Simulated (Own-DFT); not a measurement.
# Strain and stress in wurtzite AlN, 128 atoms (Al64N64)

These are calculations, not measurements. The program, named Own-DFT, is a retired in-house plane-wave density functional code that no person has reviewed. Each row is one single-point run on a periodic cell that was not relaxed, without spin or spin-orbit coupling.

Settings of every run: PBE; PseudoDojo norm-conserving scalar-relativistic files; cutoff 42 hartree; 3 x 3 x 3 k mesh centred on Gamma; Gaussian smearing of 0.01 eV.

Known limits: k mesh not checked against a denser one; stress not checked against mesh or cutoff.

Unstrained cell vectors in Å: (12.448, 0.000, 0.000); (-6.224, 10.780, 0.000); (0.000, 0.000, 9.964). The unstrained cell has measured lattice constants (interpolated for alloys), not those of this functional. That, the random moves and any unrelaxed bonds set the pressure at no strain. Each run strains this cell uniformly, with the atoms carried along. Every atom was also moved at random, by a Gaussian of width 0.05 Å on each axis. Strain is the symmetric tensor, in per cent. Stress is positive in tension, and the pressure is minus a third of its trace.

```
run,e_xx (%),e_yy (%),e_zz (%),e_yz (%),e_xz (%),e_xy (%),s_xx (GPa),s_yy (GPa),s_zz (GPa),s_yz (GPa),s_xz (GPa),s_xy (GPa),P (GPa),E (meV/atom)
1,-1.48,0.50,-0.94,-0.44,0.56,0.60,-14.08,-5.02,-11.10,-0.80,1.39,1.58,10.07,24.3
2,0.56,1.17,-1.28,0.25,-0.44,1.15,-2.79,-0.76,-10.04,0.81,-1.34,4.03,4.53,11.3
3,-1.00,-0.65,0.32,0.17,0.76,0.74,-10.53,-10.68,-4.87,-0.12,0.89,2.39,8.69,17.8
4,-0.49,1.72,0.51,-1.87,-1.70,-0.05,-5.83,1.63,-2.59,-5.10,-4.22,-0.39,2.26,11.4
5,1.14,-0.73,1.03,0.16,0.33,0.65,-0.09,-6.99,-1.06,-0.15,0.18,0.67,2.71,0.1
6,0.94,-1.81,1.16,1.15,1.40,0.53,-1.17,-12.56,-1.65,3.52,3.41,1.68,5.13,10.3
7,-1.07,-0.28,-0.93,1.43,0.88,-1.51,-13.45,-8.34,-10.67,4.05,2.76,-5.42,10.82,24.1
8,0.66,1.51,-1.38,0.71,-0.83,-1.72,-2.47,1.09,-9.86,1.92,-2.67,-5.43,3.75,6.9
9,0.69,-0.79,-1.32,-1.61,0.30,0.04,-2.73,-10.72,-13.79,-4.46,0.96,0.57,9.08,29.7
10,-0.13,-1.48,0.45,-0.14,-0.70,1.87,-7.72,-12.94,-4.11,-0.20,-1.98,5.91,8.26,13.2
11,-0.15,-1.99,0.33,-1.53,-0.83,0.22,-8.99,-14.98,-5.81,-3.43,-2.38,-0.05,9.93,25.6
12,-0.65,-0.61,0.57,0.51,-0.51,0.16,-7.41,-9.27,-3.87,1.20,-1.33,1.54,6.85,0.0
13,-1.72,-0.39,0.64,-1.43,1.20,-1.76,-15.51,-11.60,-2.86,-4.32,2.64,-7.23,9.99,49.3
14,-1.57,0.25,-0.72,-1.86,1.89,0.70,-13.56,-7.38,-10.04,-5.28,5.33,1.98,10.33,33.0
15,-0.82,0.92,1.71,1.18,1.19,-1.35,-6.67,-1.05,1.28,2.87,2.41,-5.07,2.15,4.4
16,-0.87,1.73,-0.74,-1.81,0.81,0.82,?,?,?,?,?,?,?,?
```

E is the free energy for each atom above the lowest run shown.

## Worked fit

Each stress component was fitted by least squares to a constant and the strains of the runs shown, as fractions, with shears doubled. Shear strains stay in the fit of a normal stress only where such slopes are resolved. The slopes, in GPa:

| stress | at no strain | per e_xx | per e_yy | per e_zz | scatter |
|---|---|---|---|---|---|
| s_xx | -5.6 | 527 ± 27 | 107 ± 23 | 102 ± 27 | 0.94 |
| s_yy | -6.0 | 131 ± 24 | 478 ± 21 | 64 ± 24 | 0.85 |
| s_zz | -5.8 | 41 ± 24 | 73 ± 21 | 460 ± 24 | 0.84 |

Each shear stress against twice its own strain: yz 138 ± 5, xz 129 ± 7, xy 172 ± 10 GPa. These are stiffnesses along x, y and z of the frame in which the cell vectors are given, which need not be the crystal's axes. The atoms are held to the strained lattice; where symmetry lets them move under strain, relaxing them would lower some slopes. The table should be nearly symmetric about its diagonal, and what it lacks of that shows the noise. A ninth of its sum, 220 ± 6 GPa, estimates the bulk modulus near the mean pressure of these runs, 7.0 GPa, so it lies above the value at zero pressure.

## Withheld run

Question: what normal stresses and pressure should run 16 give?

The fit gives s_xx = -9.0, s_yy = 0.6, s_zz = -8.3 and P = 5.6 GPa. The calculation gave -7.45, 0.39, -8.38 and P = 5.15 GPa.
